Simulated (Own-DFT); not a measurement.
# Response to strain: wurtzite AlGaN with randomly placed atoms, 72 atoms (Al27Ga9N36)

Calculated results; nothing here was measured. The program, named Own-DFT, is a retired in-house plane-wave density functional code that no person has reviewed. Each row is one single-point run on a periodic cell that was not relaxed, without spin or spin-orbit coupling.

Settings of every run: PBE; PseudoDojo norm-conserving scalar-relativistic files (stringent for Ga); cutoff 96 hartree; 4 x 4 x 3 k mesh centred on Gamma; Gaussian smearing of 0.01 eV.

Known limits: forces on such cells passed a denser k mesh, each cell not checked; stress not checked against mesh or cutoff.

Unstrained cell vectors in Å: (9.394, 0.000, 0.000); (-4.697, 8.135, 0.000); (0.000, 0.000, 10.066). The unstrained cell has measured lattice constants (interpolated for alloys), not those of this functional. That, the random moves and any unrelaxed bonds set the pressure at no strain. Each run strains this cell uniformly, with the atoms carried along. Every atom was also moved at random, by a Gaussian of width 0.05 Å on each axis. The random placing of the alloy's atoms differs from row to row. Strain is the symmetric tensor, in per cent. Stress is positive in tension, and the pressure is minus a third of its trace.

| run | e_xx (%) | e_yy (%) | e_zz (%) | s_xx (GPa) | s_yy (GPa) | s_zz (GPa) | P (GPa) | E (meV/atom) |
|---|---|---|---|---|---|---|---|---|
| 1 | 1.75 | 1.75 | 0.00 | 3.60 | 2.30 | -3.58 | -0.77 | 1.7 |
| 2 | -2.25 | -2.25 | 0.00 | -19.73 | -21.25 | -10.46 | 17.15 | 49.2 |
| 3 | 0.50 | 0.50 | 0.00 | -2.70 | -4.49 | -6.56 | 4.58 | 20.8 |
| 4 | 2.75 | 2.75 | 0.00 | 7.34 | 5.65 | -1.22 | -3.92 | 25.0 |
| 5 | 0.25 | 0.25 | 0.00 | -5.63 | -3.88 | -5.50 | 5.00 | 0.0 |
| 6 | -3.00 | -3.00 | 0.00 | -24.04 | -28.10 | -12.52 | 21.55 | 83.8 |
| 7 | -1.50 | -1.50 | 0.00 | -13.89 | -16.56 | -8.58 | 13.01 | 32.2 |
| 8 | 3.00 | 3.00 | 0.00 | 8.83 | 9.23 | -3.53 | -4.84 | 11.5 |
| 9 | -1.00 | -1.00 | 0.00 | ? | ? | ? | ? | ? |

E is the free energy for each atom above the lowest run shown.

## Worked fit

The change of volume is close to e_xx + e_yy + e_zz. A straight line through the runs shown gives P = 7.38 - 216 x (fractional change of volume) GPa, with an error of 9 on the slope and a scatter of 1.03 GPa. The strain isn't the same on all axes and the cell isn't cubic, so the slope belongs to this path and is not the bulk modulus.

## Withheld run

Question: what pressure should run 9 give? Its volume changes by -1.99 %.

The line gives 11.7 GPa. The calculation gave 11.02 GPa.
